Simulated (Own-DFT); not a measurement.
Simulation results for Hf$_{32}$O$_{63}$ (monoclinic hafnia with one neutral oxygen vacancy, atoms displaced)

A calculation, not a measurement: plane-wave PBE and HSE06 DFT by an unreviewed code, no spin, of a simulated cell at Gamma alone, so results move with cell size and shape, stress positive in tension, energies less offsets, not probed for a lower state with spin; hafnium file: forces about 75 meV/angstrom off all-electron values; oxygen file: force components 24 meV/angstrom off all-electron in a glass; k mesh not checked against a denser one; forces and stress are PBE's, HSE06 gives the energy alone, and its difference from PBE has offsets of its own; offsets are fitted by least squares, one for each functional and potential file, so energies compare only between cells with the same atoms and settings and are not formation energies; the far tail of each file's local potential was reset to the Coulomb form; each entry is a single point on an unrelaxed cell, so the pressure reflects the starting lattice, mostly measured values, from which strain is counted, and rises with the displacements; printed positions are rounded, which can move forces by about a meV/angstrom; the program is a retired in-house code; no spin-orbit coupling. Program: Own-DFT development build.

```xyz
95
Lattice="10.2340 0.0000 0.0000 0.0000 10.3500 0.0000 -1.6955 0.0000 10.4453" Properties=species:S:1:pos:R:3 formula=Hf32O63 first_functional=PBE second_functional=HSE06 exact_exchange_share=0.25 screening=0.11 exchange_divergence=Gygi-Baldereschi potential_files=PseudoDojo_norm-conserving,scalar-relativistic,made_for_PBE,standard_set wave_cutoff=48 occupations=fixed k_mesh=1_x_1_x_1_centred_on_Gamma
Hf     1.2428     0.3032     1.0244
Hf     3.3919     2.7186     1.4643
Hf     3.0209     5.0106     4.0805
Hf     0.7970     2.2227     3.6276
O     -0.0047     1.7995     1.8476
O      4.4532     4.3210     0.7384
O      4.1545     3.4109     3.3541
O     -0.3527     0.8351     4.3687
O      1.9160     3.8352     2.5825
O      2.7882     1.3296     0.1771
O      2.4597     1.3348     2.7266
O      1.4890     3.9359     5.1462
Hf     0.3461     0.3046     6.2770
Hf     2.6250     2.8411     6.7963
Hf     2.1820     4.9685     9.5323
Hf     0.1028     2.5235     8.8516
O     -0.6221     1.7560     6.9953
O      3.7567     4.2777     5.9230
O      3.3907     3.5605     8.6731
O     -1.1624     0.7385     9.5595
O      1.1052     3.8288     7.7550
O      2.0101     1.4303     5.3612
O      1.5263     1.2403     7.9463
O      0.6731     3.8837    10.3455
Hf     1.3064     5.4394     1.2619
Hf     3.4848     7.9468     1.6034
Hf     3.0438    10.2210     4.1478
Hf     0.8023     7.6462     3.8686
O     -0.0185     6.8998     1.8336
O      4.5905     9.4968     0.7827
O      4.0254     8.4694     3.2954
O     -0.3544     6.0731     4.3818
O      1.8173     9.0641     2.4569
O      2.9068     6.5183     0.0575
O      2.4773     6.2657     2.9740
O      1.4491     8.9644     4.9895
Hf     0.3063     5.4220     6.3762
Hf     2.6553     7.8386     6.9331
Hf     2.1181    10.0346     9.3555
Hf     0.0434     7.4416     8.8008
O     -0.7589     6.8913     6.9848
O      3.7528     9.4483     5.8711
O      3.4397     8.7367     8.6882
O     -1.2852     6.0199     9.6513
O      1.1643     9.1530     7.6800
O      2.0554     6.6964     5.5300
O      1.6142     6.5356     8.0108
O      0.5350     9.0051    10.4056
Hf     6.4584     0.1276     1.1234
Hf     8.4777     2.7421     1.6473
Hf     8.0757     4.9629     4.2110
Hf     5.9296     2.4392     3.6864
O      5.1193     1.6029     1.8315
O      9.5967     4.2657     0.7306
O      9.4230     3.4412     3.6198
O      4.8040     0.9240     4.5553
O      6.9104     3.9884     2.4066
O      6.3087     1.3519    10.4302
O      7.4728     1.4654     2.7139
O      6.6559     3.9792     5.1903
Hf     5.5206     0.2794     6.2693
Hf     7.7098     2.7798     6.7247
Hf     7.1290     4.8394     9.5154
Hf     5.2058     2.3570     8.9582
O      9.0031     4.2745     5.9603
O      8.5431     3.4952     8.6419
O      4.0253     0.6469     9.6369
O      6.1553     3.9738     7.4943
O      7.1563     1.2227     5.4596
O      6.6822     1.2840     7.8538
O      5.7255     3.9195    10.3439
Hf     6.3813     5.3231     1.0359
Hf     8.6121     8.0669     1.4756
Hf     8.3924    10.0003     4.1867
Hf     6.0155     7.5127     3.6783
O      5.1601     6.9474     1.7799
O      9.5757     9.4766     1.0039
O      9.3104     8.5548     3.3863
O      4.7711     6.1517     4.3678
O      6.9778     9.2566     2.4317
O      6.3542     6.5427    10.4193
O      7.3982     6.4666     2.6547
O      6.6105     9.0266     5.1657
Hf     5.5148     5.3822     6.2563
Hf     7.7870     7.9246     6.7449
Hf     7.4290    10.2239     9.3049
Hf     5.1097     7.6494     8.9655
O      4.3988     6.9279     6.9822
O      8.9264     9.4365     5.9155
O      8.4300     8.6245     8.6104
O      3.8922     6.0828     9.7326
O      6.3027     9.1922     7.7458
O      7.1421     6.6090     5.3648
O      6.7344     6.3320     7.7628
O      5.8768     8.9967    10.3190
```

Units: screening in 1/bohr; wave_cutoff in hartree.

To be estimated
1. What PBE stress yy does the calculation give for Hf$_{32}$O$_{63}$ (monoclinic hafnia with one neutral oxygen vacancy, atoms displaced)?
2. Give the missing PBE pressure for Hf$_{32}$O$_{63}$ (monoclinic hafnia with one neutral oxygen vacancy, atoms displaced).
3. What PBE stress zz does the calculation give for Hf$_{32}$O$_{63}$ (monoclinic hafnia with one neutral oxygen vacancy, atoms displaced)?
4. Give the table of force values for Hf$_{32}$O$_{63}$ (monoclinic hafnia with one neutral oxygen vacancy, atoms displaced).

## Answers
1. -10.24 GPa
2. 10.13 GPa
3. -11.67 GPa
4. 
Force:
```csv
element,x (eV/Å),y (eV/Å),z (eV/Å)
Hf,-0.284,-3.067,0.967
Hf,1.842,1.403,1.893
Hf,2.104,-6.619,5.696
Hf,1.533,4.82,2.109
O,0.933,-1.657,-1.332
O,3.534,-0.476,3.821
O,1.573,0.257,0.285
O,0.875,-0.046,0.591
O,-1.057,0.896,-1.809
O,-0.339,-0.286,-1.704
O,-1.086,-1.422,-0.314
O,-0.642,-0.197,0.016
Hf,2.957,-1.823,1.135
Hf,1.392,0.472,-0.801
Hf,0.625,0.99,-4.175
Hf,-1.884,-1.497,0.956
O,-2.447,1.293,-0.053
O,1.565,0.155,1.461
O,1.345,-1.626,-0.374
O,2.457,2.077,0.689
O,-0.71,2.398,-0.237
O,-0.834,-1.457,-0.745
O,0.623,0.112,0.535
O,-2.334,-0.965,0.455
Hf,-2.545,-0.01,-2.25
Hf,-0.994,1.289,-3.413
Hf,0.618,-2.65,0.211
Hf,0.574,-2.897,-3.238
O,2.412,-1.608,-0.182
O,0.353,-0.492,0.68
O,2.051,2.525,4.251
O,-0.185,-0.256,1.412
O,-0.604,1.213,0.195
O,-1.865,-0.052,1.537
O,-3.682,6.408,-6.54
O,0.268,4.282,2.446
Hf,2.839,-2.472,-2.906
Hf,1.943,3.619,-2.376
Hf,1.133,1.783,0.768
Hf,-3.49,1.674,4.351
O,0.293,0.75,0.485
O,0.593,0.395,1.264
O,0.575,-1.446,0.004
O,2.187,0.7,0.19
O,-1.583,-0.567,0.1
O,-1.928,-3.18,-2.465
O,-0.573,-2.433,0.303
O,0.092,-0.016,-1.393
Hf,-3.164,2.882,-3.511
Hf,1.799,1.92,-1.654
Hf,3.192,1.382,-1.56
Hf,-2.248,-0.583,0.004
O,0.667,0.541,0.274
O,2.328,-0.338,3.196
O,-2.248,0.376,-1.724
O,-0.534,0.872,-2.079
O,0.716,-1.37,2.266
O,0.232,0.655,1.929
O,-0.124,-2.253,1.025
O,-0.527,-2.326,-2.005
Hf,-0.539,-1.995,1.827
Hf,0.97,0.82,0.556
Hf,5.349,4.436,-5.279
Hf,-3.405,-1.371,-1.704
O,-1.055,-0.266,1.032
O,-0.475,-0.95,-0.701
O,0.223,2.417,-0.949
O,0.215,-2.668,3.47
O,0.541,1.711,-1.489
O,-0.049,0.664,1.136
O,-3.616,-2.957,0.823
Hf,-1.746,3.746,0.267
Hf,-2.476,-5.308,0.509
Hf,-5.756,1.319,-1.457
Hf,-2.082,1.585,0.293
O,1.561,-1.613,-0.27
O,4.805,5.823,-2.181
O,-0.004,-0.267,0.553
O,0.467,-1.096,0.433
O,1.29,-2.95,3.036
O,-1.418,-0.173,1.044
O,1.039,-0.977,0.37
O,0.099,-0.374,-1.243
Hf,-1.131,1.941,0.424
Hf,-3.101,1.36,1.371
Hf,-3.131,-2.401,-0.603
Hf,1.309,-1.238,-1.267
O,0.319,0.113,1.311
O,1.977,-0.118,2.149
O,2.163,-0.763,0.246
O,0.792,0.743,-0.856
O,-1.364,-0.634,-0.477
O,-0.057,-1.963,-2.31
O,-0.572,0.877,1.479
O,-1.453,0.475,-0.204
```

Further results for Hf$_{32}$O$_{63}$ (monoclinic hafnia with one neutral oxygen vacancy, atoms displaced):

| Property | Result |
| --- | --- |
| PBE energy of cell above offsets | -78.534 eV |
| HSE06 less PBE above offsets | 0.595 eV |
| PBE stress xx | -8.49 GPa |
| PBE stress yz | 0.74 GPa |
| PBE stress xz | -0.54 GPa |
| PBE stress xy | -0.07 GPa |
